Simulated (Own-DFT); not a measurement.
# How strain changes the stress of hcp Hf, 36 atoms (Hf36)

Calculated results; nothing here was measured. The program, named Own-DFT, is a retired in-house plane-wave density functional code that no person has reviewed. Each row is one single-point run on a periodic cell that was not relaxed, without spin or spin-orbit coupling.

Settings of every run: PBE; PseudoDojo norm-conserving scalar-relativistic files; cutoff 42 hartree; 4 x 4 x 4 k mesh centred on Gamma; cold (Marzari-Vanderbilt) smearing of 0.2 eV.

Known limits: hafnium file: forces about 75 meV/angstrom off all-electron values; forces on such cells passed a denser k mesh, each cell not checked; stress not checked against mesh or cutoff.

Unstrained cell vectors in Å: (9.589, 0.000, 0.000); (-4.795, 8.305, 0.000); (0.000, 0.000, 10.102). The unstrained cell has measured lattice constants (interpolated for alloys), not those of this functional. That, the random moves and any unrelaxed bonds set the pressure at no strain. Each run strains this cell uniformly, with the atoms carried along. Every atom was also moved at random, by a Gaussian of width 0.05 Å on each axis. Strain is the symmetric tensor, in per cent. Stress is positive in tension, and the pressure is minus a third of its trace.

| run | e_xx (%) | e_yy (%) | e_zz (%) | e_yz (%) | e_xz (%) | e_xy (%) | s_xx (GPa) | s_yy (GPa) | s_zz (GPa) | s_yz (GPa) | s_xz (GPa) | s_xy (GPa) | P (GPa) | E (meV/atom) |
|---|---|---|---|---|---|---|---|---|---|---|---|---|---|---|
| 1 | 1.16 | 1.49 | -2.00 | -1.72 | -0.23 | -0.75 | 0.40 | 0.83 | -3.77 | -1.80 | -0.34 | -0.98 | 0.85 | 9.3 |
| 2 | -0.41 | -0.69 | 1.61 | 1.42 | 1.92 | -0.89 | -1.44 | -1.74 | 0.57 | 1.31 | 1.90 | -1.02 | 0.87 | 17.5 |
| 3 | 0.94 | -0.73 | -1.65 | 1.10 | -1.75 | -0.74 | -1.22 | -3.41 | -5.07 | 1.18 | -1.69 | -0.95 | 3.23 | 18.8 |
| 4 | -0.88 | -1.71 | 0.47 | -0.39 | -1.29 | -1.26 | -3.88 | -5.19 | -2.59 | -0.46 | -1.21 | -1.78 | 3.89 | 14.4 |
| 5 | 0.22 | 0.08 | 1.35 | 0.55 | -0.44 | -1.79 | -0.02 | -0.11 | 1.40 | 0.46 | -0.36 | -2.56 | -0.42 | 4.4 |
| 6 | 0.16 | 1.79 | -0.91 | -0.06 | 1.31 | 1.30 | -0.36 | 1.57 | -2.11 | -0.07 | 1.35 | 1.38 | 0.30 | 3.4 |
| 7 | 0.18 | 0.51 | 0.72 | 0.54 | -0.68 | 1.04 | -0.23 | 0.45 | 0.28 | 0.59 | -0.70 | 1.37 | -0.17 | 0.0 |
| 8 | 1.11 | 0.85 | 0.34 | 1.46 | -0.19 | 0.20 | 1.56 | 1.09 | 0.45 | 1.48 | -0.22 | 0.27 | -1.03 | 5.4 |
| 9 | 1.54 | -0.01 | -0.26 | -1.25 | -0.46 | -1.17 | 1.57 | -0.69 | -1.12 | -1.31 | -0.45 | -1.71 | 0.08 | 3.0 |
| 10 | 0.44 | 0.76 | 0.25 | -1.95 | 0.13 | 1.19 | 0.20 | 0.35 | -0.80 | -1.89 | 0.33 | 1.65 | 0.08 | 15.0 |
| 11 | -0.98 | -1.33 | -0.22 | -1.21 | 0.53 | -0.42 | -4.38 | -4.51 | -3.74 | -1.19 | 0.57 | -0.50 | 4.21 | 5.2 |
| 12 | -0.91 | 1.85 | 0.97 | -0.50 | 1.24 | -0.52 | -1.40 | 2.54 | 0.94 | -0.41 | 1.26 | -0.64 | -0.69 | 5.3 |
| 13 | 0.91 | -1.67 | -0.88 | -1.96 | -0.16 | 1.11 | -1.50 | -4.63 | -4.09 | -1.94 | -0.06 | 1.53 | 3.40 | 18.7 |
| 14 | -0.05 | -1.79 | 1.85 | 0.89 | -1.34 | -1.32 | -1.37 | -3.49 | 0.87 | 0.85 | -1.21 | -1.82 | 1.33 | 10.7 |
| 15 | 0.82 | 1.07 | -1.79 | -0.90 | -0.76 | -0.20 | -0.35 | 0.03 | -3.94 | -0.97 | -0.87 | -0.20 | 1.42 | 5.4 |
| 16 | 0.93 | 1.94 | -1.84 | 0.32 | -0.78 | -1.20 | ? | ? | ? | ? | ? | ? | ? | ? |

E is the free energy for each atom above the lowest run shown.

## Worked fit

Each stress component was fitted by least squares to a constant and the strains of the runs shown, as fractions, with shears doubled. Shear strains stay in the fit of a normal stress only where such slopes are resolved. The slopes, in GPa:

```
stress  at no strain  per e_xx  per e_yy  per e_zz  scatter
  s_xx          -1.4   197 ± 4    67 ± 2    72 ± 3     0.10
  s_yy          -1.3    56 ± 6   196 ± 3    71 ± 4     0.15
  s_zz          -1.7    71 ± 7    72 ± 4   203 ± 5     0.18
```

Each shear stress against twice its own strain: yz 50 ± 1, xz 49 ± 1, xy 67 ± 2 GPa. These are stiffnesses along x, y and z of the frame in which the cell vectors are given, which need not be the crystal's axes. The atoms are held to the strained lattice; where symmetry lets them move under strain, relaxing them would lower some slopes. The table should be nearly symmetric about its diagonal, and what it lacks of that shows the noise. A ninth of its sum, 112 ± 2 GPa, estimates the bulk modulus near the mean pressure of these runs, 1.2 GPa.

## Withheld run

Question: what normal stresses and pressure should run 16 give?

The fit gives s_xx = 0.4, s_yy = 1.7, s_zz = -3.4 and P = 0.4 GPa. The calculation gave 0.23, 1.60, -3.54 and P = 0.57 GPa.
